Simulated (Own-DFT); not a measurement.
# Energy and forces against displacement in 2H SiC, 32 atoms (C16Si16)

All numbers below are calculated, not measured. They come from Own-DFT, an in-house plane-wave density functional program, since retired, whose code no person has reviewed. Each row is one single-point run on a periodic cell that was not relaxed, without spin or spin-orbit coupling.

Settings of every run: PBE; PseudoDojo norm-conserving scalar-relativistic files; cutoff 42 hartree; 5 x 5 x 3 k mesh centred on Gamma; Fermi-Dirac smearing of 0.1 eV.

Known limits: forces on such cells passed a denser k mesh, each cell not checked; stress not checked against mesh or cutoff.

Cell vectors in Å: (6.165, 0.000, 0.000); (-3.083, 5.339, 0.000); (0.000, 0.000, 10.068). In each run every atom was moved at random and independently from its ideal site; u is the rms move along one axis. E is the free energy for each atom above the fitted value at u = 0, and F the rms of the force components.

| run | u (Å) | E (meV/atom) | F (eV/Å) | largest force (eV/Å) | P (GPa) |
|---|---|---|---|---|---|
| 1 | 0.0272 | 25.6 | 0.761 | 2.84 | 3.66 |
| 2 | 0.0278 | ? | ? | ? | ? |
| 3 | 0.0308 | 28.8 | 0.764 | 2.72 | 3.73 |
| 4 | 0.0579 | 128.0 | 1.936 | 8.26 | 6.49 |
| 5 | 0.0615 | 153.5 | 1.993 | 7.39 | 7.06 |
| 6 | 0.0640 | 137.8 | 1.741 | 6.54 | 5.65 |
| 7 | 0.0856 | 231.9 | 2.160 | 5.96 | 7.92 |
| 8 | 0.1074 | 349.5 | 2.827 | 7.93 | 10.75 |

## Worked fit

For small independent moves the energy grows as E = (3/2) K u², with K the mean stiffness felt by one atom. The runs with u up to 0.11 Å give K = 22.8 ± 1.6 eV/Å², with residuals divided by u² + 0.0006 Å², since the noise grows with the moves. The scatter is 11.3 meV/atom at u = 0.05 Å. The forces follow F = G u with G = 28.4 eV/Å²; no force at u = 0 is resolved. G exceeds K because the moves of its neighbours add to the force on an atom, and stiffness differs between atoms. The pressure follows P = 3.60 + 631 u² GPa: at fixed volume, shortened bonds push harder than stretched ones pull.

## Withheld run

Question: what energy and rms force should run 2 give?

The fit gives 26 ± 5 meV/atom and about 0.79 eV/Å. The calculation gave 25.8 meV/atom and 0.766 eV/Å.
